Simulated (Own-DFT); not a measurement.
# Computed records: Ti12O23 (rutile with two vacancies, atoms displaced)

Computed with Own-DFT development build. A calculation, not a measurement: plane-wave PBE density functional theory by an unreviewed code, no spin, of a simulated periodic cell, stress positive in tension, free energy of the whole cell less one offset for each atom, defect cell not probed for a lower state with spin; oxygen file: force components 24 meV/angstrom off all-electron in one glass; k mesh not checked against a denser one; offsets are fitted by least squares, one for each functional and potential file, so energies compare only between cells with the same atoms and settings and are not formation energies; the far tail of each file's local potential was reset to the Coulomb form; each entry is a single point on an unrelaxed cell, so the pressure reflects the starting lattice, mostly measured values (interpolated for alloys), from which strain is counted, and rises with the displacements; printed positions are rounded, which can move forces by about a meV/angstrom; the program, named Own-DFT, is a retired in-house code; no spin-orbit coupling; before rounding, a Quantum ESPRESSO 7.3.1 run of the same cell and cutoff gave forces within 1 meV/angstrom rms on each cell, which checks the program and not the settings.

Settings shared by all entries: functional PBE; potential files PseudoDojo norm-conserving, scalar-relativistic, standard set; wave cutoff 72 hartree; occupations Fermi-Dirac; smearing width 0.1 eV; k mesh 3 x 3 x 3 centred on Gamma.

(1) Ti12O23 (rutile with two vacancies, atoms displaced)

```
cell vectors (Å)
   9.1874     0.0000     0.0000
   0.0000     9.1874     0.0000
   0.0000     0.0000     8.8761
atoms (fractions of the cell vectors)
Ti  0.98467  0.01586  0.01147
Ti  0.26443  0.25838  0.17303
O   0.15404  0.16295  0.01110
O   0.34332  0.35705  0.00677
O   0.40347  0.10378  0.14647
O   0.10947  0.41322  0.17156
Ti  0.98958  0.00014  0.33565
Ti  0.25095  0.24694  0.50372
O   0.40442  0.08991  0.49943
O   0.11447  0.40720  0.50823
Ti  0.01076  0.99766  0.67098
Ti  0.23633  0.24771  0.82377
O   0.16923  0.14501  0.66246
O   0.34164  0.35689  0.66022
O   0.38964  0.09592  0.82618
O   0.09992  0.41487  0.83843
Ti  0.00694  0.49027  0.00670
Ti  0.25278  0.74976  0.17397
O   0.14338  0.65782  0.99563
O   0.34258  0.86024  0.99637
O   0.39882  0.60759  0.16399
O   0.10070  0.89042  0.15336
Ti  0.00040  0.48816  0.32833
Ti  0.26000  0.75741  0.50612
O   0.12946  0.65040  0.33323
O   0.35221  0.83683  0.31765
O   0.38711  0.61338  0.49452
O   0.10867  0.90347  0.49396
Ti  0.97837  0.50296  0.66800
Ti  0.24507  0.73946  0.81051
O   0.15484  0.63068  0.67406
O   0.36017  0.84747  0.67159
O   0.41001  0.59883  0.82816
O   0.10653  0.90500  0.83736
Ti  0.49967  0.00821  0.00148
Ti  0.75149  0.26619  0.16742
O   0.64862  0.14988  0.00213
O   0.83509  0.34406  0.99338
O   0.90684  0.10353  0.17309
O   0.59596  0.41671  0.15487
Ti  0.50547  0.01287  0.31926
Ti  0.75034  0.24045  0.50508
O   0.65064  0.13648  0.34935
O   0.84665  0.33866  0.31719
O   0.88950  0.07308  0.48770
O   0.59697  0.40701  0.50076
Ti  0.50862  0.00329  0.66634
Ti  0.73644  0.24172  0.83442
O   0.65029  0.15951  0.66357
O   0.85691  0.34885  0.66631
O   0.89438  0.10259  0.84234
O   0.58554  0.40024  0.82773
Ti  0.50810  0.50322  0.00610
Ti  0.74772  0.74639  0.16622
O   0.64492  0.64063  0.99855
O   0.84300  0.85187  0.00151
O   0.89431  0.60771  0.17345
O   0.60114  0.89969  0.18361
Ti  0.50209  0.49790  0.34973
Ti  0.75860  0.75522  0.49319
O   0.65851  0.66932  0.34973
O   0.85245  0.84541  0.33226
O   0.89722  0.59805  0.48948
O   0.58787  0.89813  0.50414
Ti  0.49252  0.49954  0.66759
Ti  0.74981  0.75656  0.83496
O   0.64612  0.63991  0.67264
O   0.84955  0.85306  0.67427
O   0.90732  0.59311  0.82603
O   0.58626  0.90023  0.83176
```

| Item | Value |
| --- | --- |
| free energy of cell above offsets | -7.693 eV |
| pressure | 8.04 GPa |
| stress xx | -7.36 GPa |
| stress yy | -7.17 GPa |
| stress zz | -9.59 GPa |
| stress yz | -2.01 GPa |
| stress xz | -0.4 GPa |
| stress xy | -0.88 GPa |

Force:
```csv
element,x (eV/Å),y (eV/Å),z (eV/Å)
Ti,2.91,-2.268,-1.093
Ti,-0.17,0.399,-4.331
O,-0.706,-0.123,0.025
O,-0.099,-0.702,0.431
O,-0.808,1.181,2.838
O,0.1,-1.327,-0.34
Ti,1.203,-3.208,-1.034
Ti,0.968,1.331,0.811
O,-1.451,1.458,-0.535
O,-1.006,-1.332,-1.59
Ti,0.147,-1.813,1.399
Ti,1.497,0.685,2.942
O,-2.247,-0.715,-0.52
O,-0.337,-1.179,-0.124
O,0.781,0.901,0.572
O,0.061,-1.872,-0.079
Ti,0.972,2.782,-1.679
Ti,-1.364,-0.305,-2.763
O,-0.352,-1.445,-0.377
O,0.991,-0.353,0.542
O,1.079,-2.016,0.663
O,-2.09,2.901,0.78
Ti,1.611,2.91,2.332
Ti,-1.012,0.814,-1.972
O,1.293,0.331,0.326
O,0.278,1.659,2.657
O,2.671,-3.417,-0.844
O,-0.923,1.428,0.397
Ti,1.606,0.688,-1.19
Ti,0.669,0.491,4.949
O,0.342,1.821,-1.583
O,-1.835,-0.869,-0.854
O,-1.259,0.53,0.089
O,-1.494,1.117,-1.66
Ti,-1.968,-3.467,-2.55
Ti,-1.631,-1.039,-2.391
O,0.661,0.501,0.028
O,0.991,0.873,0.932
O,-0.742,0.93,0.732
O,1.672,-2.723,4.239
Ti,-1.888,-1.844,2.221
Ti,0.494,0.659,-0.231
O,1.446,2.554,-0.935
O,0.715,0.753,2.616
O,-0.125,2.424,1.869
O,0.479,-1.109,-1.013
Ti,-1.149,-1.319,-0.55
Ti,0.039,1.168,0.879
O,-0.068,-0.343,-0.339
O,-1.698,-2.313,-0.515
O,0.823,-0.32,-1.266
O,1.009,-1.361,0.153
Ti,-3.659,0.879,-2.383
Ti,0.069,-0.378,-0.23
O,2.566,2.739,-0.059
O,-0.449,-0.073,-0.028
O,0.443,-1.894,-0.549
O,-0.107,0.36,-1.572
Ti,-0.374,2.39,-2.115
Ti,-0.619,0.248,2.128
O,-2.137,-2.383,-1.843
O,0.632,0.872,-0.496
O,0.202,-0.707,0.956
O,1.107,0.094,-0.2
Ti,0.532,1.484,2.433
Ti,-0.81,-0.697,-1.252
O,1.405,1.512,-0.128
O,0.158,-0.097,0.265
O,-1.725,1.421,1.754
O,1.684,-0.284,0.255
```

(2) Ti12O23 (rutile with two vacancies, atoms displaced)

```
cell vectors (Å)
   9.1874     0.0000     0.0000
   0.0000     9.1874     0.0000
   0.0000     0.0000     8.8761
atoms (fractions of the cell vectors)
Ti  0.01740  0.99938  0.99133
Ti  0.23771  0.26081  0.15182
O   0.15466  0.14836  0.01393
O   0.34331  0.35933  0.01051
O   0.40980  0.09559  0.17120
O   0.08957  0.41574  0.17072
Ti  0.02705  0.00348  0.32589
Ti  0.27602  0.24948  0.50691
O   0.16346  0.16196  0.33662
O   0.35412  0.33777  0.32280
O   0.40695  0.10841  0.49897
O   0.11149  0.39848  0.50520
Ti  0.98033  0.00968  0.66659
Ti  0.24340  0.26607  0.84415
O   0.16289  0.15073  0.65925
O   0.35277  0.34408  0.68003
O   0.39120  0.08475  0.85353
O   0.09813  0.41691  0.82676
Ti  0.99307  0.51127  0.98774
Ti  0.24491  0.76466  0.16328
O   0.13795  0.65040  0.00580
O   0.34238  0.85452  0.98286
O   0.40031  0.58848  0.16388
O   0.09115  0.91019  0.17375
Ti  0.99627  0.49184  0.34081
Ti  0.23120  0.75159  0.49659
O   0.14667  0.66085  0.35333
O   0.35001  0.85757  0.33360
O   0.41566  0.59242  0.50790
O   0.10719  0.91141  0.49765
Ti  0.00402  0.48405  0.66869
Ti  0.24689  0.75360  0.83763
O   0.15459  0.65572  0.66278
O   0.35761  0.83584  0.66161
O   0.38953  0.60274  0.82771
Ti  0.50481  0.98784  0.00622
Ti  0.75072  0.26332  0.15873
O   0.65379  0.14707  0.99583
O   0.85285  0.32541  0.00223
O   0.89876  0.11193  0.16070
O   0.60927  0.39340  0.16712
Ti  0.49564  0.01099  0.33948
Ti  0.74304  0.26000  0.49399
O   0.63847  0.15550  0.34868
O   0.87015  0.34927  0.33704
O   0.90812  0.09866  0.51377
O   0.60292  0.41385  0.49130
Ti  0.50652  0.00518  0.66953
Ti  0.73158  0.24884  0.83942
O   0.67015  0.13435  0.66771
O   0.84792  0.33781  0.65009
O   0.59555  0.39784  0.82856
Ti  0.52223  0.49641  0.98814
Ti  0.74728  0.74152  0.15996
O   0.65205  0.63979  0.99873
O   0.85144  0.83336  0.99439
O   0.93467  0.59179  0.16146
O   0.58617  0.91648  0.16230
Ti  0.51989  0.51346  0.32417
Ti  0.75415  0.73524  0.49632
O   0.65392  0.64974  0.32871
O   0.84348  0.84877  0.32502
O   0.90574  0.60750  0.50164
O   0.61040  0.89641  0.50789
Ti  0.49362  0.50005  0.68043
Ti  0.75100  0.75177  0.82711
O   0.65845  0.66594  0.68130
O   0.84661  0.85458  0.67117
O   0.90148  0.58572  0.83199
O   0.59411  0.91775  0.82091
```

| Property | Result |
| --- | --- |
| free energy of cell above offsets | -4.505 eV |
| pressure | 11.23 GPa |
| stress xx | -9.87 GPa |
| stress yy | -11.48 GPa |
| stress zz | -12.33 GPa |
| stress yz | -0.45 GPa |
| stress xz | -2.13 GPa |
| stress xy | 0.22 GPa |

Force:
```csv
element,x (eV/Å),y (eV/Å),z (eV/Å)
Ti,-2.42,0.853,2.457
Ti,1.664,2.052,6.173
O,-1.292,-1.161,-2.77
O,0.387,-0.208,-1.888
O,-1.053,0.712,-0.801
O,2.463,-2.765,-0.666
Ti,-2.538,3.369,3.369
Ti,-2.153,1.697,-2.108
O,-1.596,-1.656,-0.399
O,0.283,0.797,0.597
O,1.234,-1.649,1.086
O,-1.242,1.307,0.361
Ti,2.09,-0.005,-2.239
Ti,1.247,-2.886,-2.217
O,-0.971,-0.132,1.741
O,0.77,0.631,0.722
O,-0.363,2.229,-1.687
O,1.771,-2.189,1.394
Ti,0.554,-0.94,3.016
Ti,1.664,-1.812,1.529
O,2.081,2.285,-0.821
O,-0.929,-0.801,1.986
O,0.335,1.223,-0.134
O,1.973,-2.61,-2.992
Ti,2.848,0.853,-0.518
Ti,3.14,0.886,2.288
O,-0.473,-1.101,-3.608
O,-1.083,-1.261,-0.947
O,-0.372,0.1,-0.48
O,-1.309,0.646,0.689
Ti,-0.281,0.603,-3.356
Ti,0.951,-1.2,-3.425
O,-1.453,-0.294,1.261
O,-0.786,1.159,1.413
O,1.556,-1.241,1.113
Ti,-1.654,2.62,-2.077
Ti,1.809,-3.795,1.64
O,0.295,0.552,-0.23
O,0.819,1.962,-2.409
O,1.252,-2.009,0.14
O,-1.444,1.97,-0.625
Ti,0.193,-0.822,-1.09
Ti,-0.331,-0.659,-0.223
O,1.873,0.813,-0.74
O,-3.276,-2.078,0.009
O,-0.701,0.591,-1.42
O,1.197,-1.337,1.217
Ti,-1.839,-1.323,-0.388
Ti,0.888,-1.097,-1.175
O,0.119,1.562,0.607
O,1.003,1.281,2.429
O,1.37,-1.051,-0.092
Ti,-4.198,0.614,3.282
Ti,2.492,2.733,1.177
O,0.852,1.185,-0.182
O,0.732,1.179,1.045
O,-4.828,2.715,1.135
O,3.415,-3.922,2.333
Ti,-5.329,-2.098,1.106
Ti,-0.332,3.026,-0.171
O,1.694,1.365,-0.49
O,-0.304,-0.963,-0.285
O,0.07,-0.924,0.541
O,-1.07,0.495,-0.345
Ti,-1.748,2.193,-4.43
Ti,0.889,1.81,0.155
O,-1.607,-2.499,-1.509
O,0.805,-0.368,0.307
O,-1.918,1.433,-1.59
O,2.12,-2.645,2.209
```

(3) Ti12O23 (rutile with two vacancies, atoms displaced)

```
cell vectors (Å)
   9.1874     0.0000     0.0000
   0.0000     9.1874     0.0000
   0.0000     0.0000     8.8761
atoms (fractions of the cell vectors)
Ti  0.99460  0.99746  0.99279
Ti  0.25384  0.24261  0.16584
O   0.16551  0.15961  0.99705
O   0.34496  0.33833  0.99084
O   0.37537  0.09318  0.16294
O   0.10352  0.39085  0.17449
Ti  0.99745  0.01233  0.32051
Ti  0.25113  0.25469  0.50893
O   0.15468  0.16577  0.31229
O   0.35051  0.33505  0.34151
O   0.42090  0.09295  0.48927
O   0.10559  0.37810  0.50166
Ti  0.00776  0.99368  0.64625
Ti  0.25588  0.23011  0.83631
O   0.15847  0.14775  0.67726
O   0.33335  0.34188  0.65361
O   0.40663  0.10764  0.84304
O   0.10399  0.40739  0.83371
Ti  0.00138  0.48907  0.99393
Ti  0.25575  0.75875  0.17832
O   0.13757  0.66391  0.98471
O   0.35311  0.84055  0.98649
O   0.40607  0.59466  0.16377
O   0.08757  0.92016  0.16546
Ti  0.99057  0.49170  0.34836
Ti  0.25170  0.75524  0.49068
O   0.15158  0.65174  0.34060
O   0.35266  0.84181  0.34459
O   0.40442  0.59791  0.49612
Ti  0.00408  0.49737  0.66043
Ti  0.24782  0.74595  0.81994
O   0.15498  0.65771  0.66043
O   0.35618  0.84561  0.67618
O   0.40123  0.60665  0.84236
O   0.10226  0.90890  0.82632
Ti  0.50417  0.00529  0.98672
Ti  0.73932  0.24494  0.15837
O   0.65059  0.15778  0.99160
O   0.84938  0.35895  0.02693
O   0.89966  0.09104  0.15924
O   0.61218  0.38951  0.14844
Ti  0.51808  0.00053  0.33863
Ti  0.77087  0.24304  0.51194
O   0.64451  0.14830  0.33781
O   0.85025  0.35782  0.33529
O   0.90885  0.10244  0.49874
O   0.59463  0.39555  0.50136
Ti  0.49690  0.00207  0.65573
Ti  0.76833  0.23824  0.84668
O   0.66884  0.14922  0.67734
O   0.84310  0.33578  0.66237
O   0.88840  0.10147  0.83635
O   0.59136  0.40366  0.82139
Ti  0.50946  0.51391  0.99086
Ti  0.74848  0.75317  0.16641
O   0.65518  0.64477  0.02145
O   0.85425  0.84080  0.01910
O   0.89886  0.58247  0.17050
O   0.57489  0.90625  0.16445
Ti  0.51418  0.48855  0.34155
Ti  0.75194  0.76623  0.50042
O   0.66512  0.63734  0.33333
O   0.83992  0.84938  0.33463
O   0.90483  0.59514  0.50464
O   0.59119  0.88876  0.51493
Ti  0.50305  0.50530  0.67014
Ti  0.75070  0.75917  0.82666
O   0.65581  0.65591  0.65594
O   0.91483  0.59016  0.83594
O   0.60288  0.89009  0.82882
```

| Item | Value |
| --- | --- |
| free energy of cell above offsets | -5.349 eV |
| pressure | 10.69 GPa |
| stress xx | -10.6 GPa |
| stress yy | -9.72 GPa |
| stress zz | -11.74 GPa |
| stress yz | 0.15 GPa |
| stress xz | 0.17 GPa |
| stress xy | 1.8 GPa |

Force:
```csv
element,x (eV/Å),y (eV/Å),z (eV/Å)
Ti,1.573,-0.483,0.058
Ti,1.121,4.141,-1.099
O,-4.004,-3.055,-0.552
O,1.663,1.861,-0.164
O,4.133,-3.072,-0.054
O,-1.159,2.044,-0.308
Ti,1.272,0.859,-1.041
Ti,0.917,-1.906,-3.303
O,-3.915,-4.223,3.955
O,1.663,1.392,-0.112
O,-1.817,0.538,1.986
O,-3.444,3.192,0.386
Ti,1.888,0.578,2.526
Ti,-0.545,4.134,1.541
O,-2.265,-2.692,-2.148
O,3.034,2.314,2.535
O,2.177,-2.272,-1.782
O,-0.24,-0.933,-1.234
Ti,2.238,1.17,2.569
Ti,0.504,-1.898,-3.718
O,0.973,0.225,1.488
O,-0.143,0.985,1.439
O,-0.763,0.656,0.369
O,2.206,-2.085,0.094
Ti,1.044,0.002,-4.953
Ti,0.181,-2.467,1.567
O,0.522,1.494,-0.319
O,-0.092,1.099,-1.178
O,0.018,0.078,-0.057
Ti,0.698,0.262,2.74
Ti,-0.747,-0.075,3.668
O,-1.175,-0.924,-1.125
O,0.164,1.52,-1.791
O,0.822,-1.05,-1.401
O,-1.623,0.59,-0.455
Ti,-1.941,-1.714,2.467
Ti,0.496,1.29,2.292
O,-0.5,-1.189,0.472
O,-0.781,-2.434,-2.105
O,-1.188,1.13,-0.004
O,-2.067,1.099,1.359
Ti,-0.733,0.095,-2.16
Ti,-3.156,1.142,-1.659
O,1.577,0.442,-0.336
O,-1.616,-2.517,0.663
O,0.992,-1.561,0.203
O,0.465,-0.108,0.795
Ti,-0.092,0.58,1.162
Ti,-2.48,3.986,-1.788
O,-1.68,-1.187,-0.697
O,2.246,2.575,1.673
O,3.153,-3.222,-0.199
O,0.514,0.173,0.374
Ti,-2.009,-1.952,1.438
Ti,0.136,-2.331,1.365
O,0.441,0.751,-1.936
O,0.187,0.872,-2.43
O,0.358,1.672,0.686
O,2.01,-1.039,-0.489
Ti,-1.323,0.184,-0.85
Ti,0.133,-2.306,-0.973
O,-0.467,0.729,0.643
O,0.917,1.388,0.282
O,0.013,0.612,0.902
O,0.695,0.551,-1.092
Ti,-0.289,-0.401,-0.705
Ti,0.511,-1.637,0.629
O,0.617,0.109,1.436
O,-2.169,1.237,-1.876
O,0.151,0.981,0.333
```
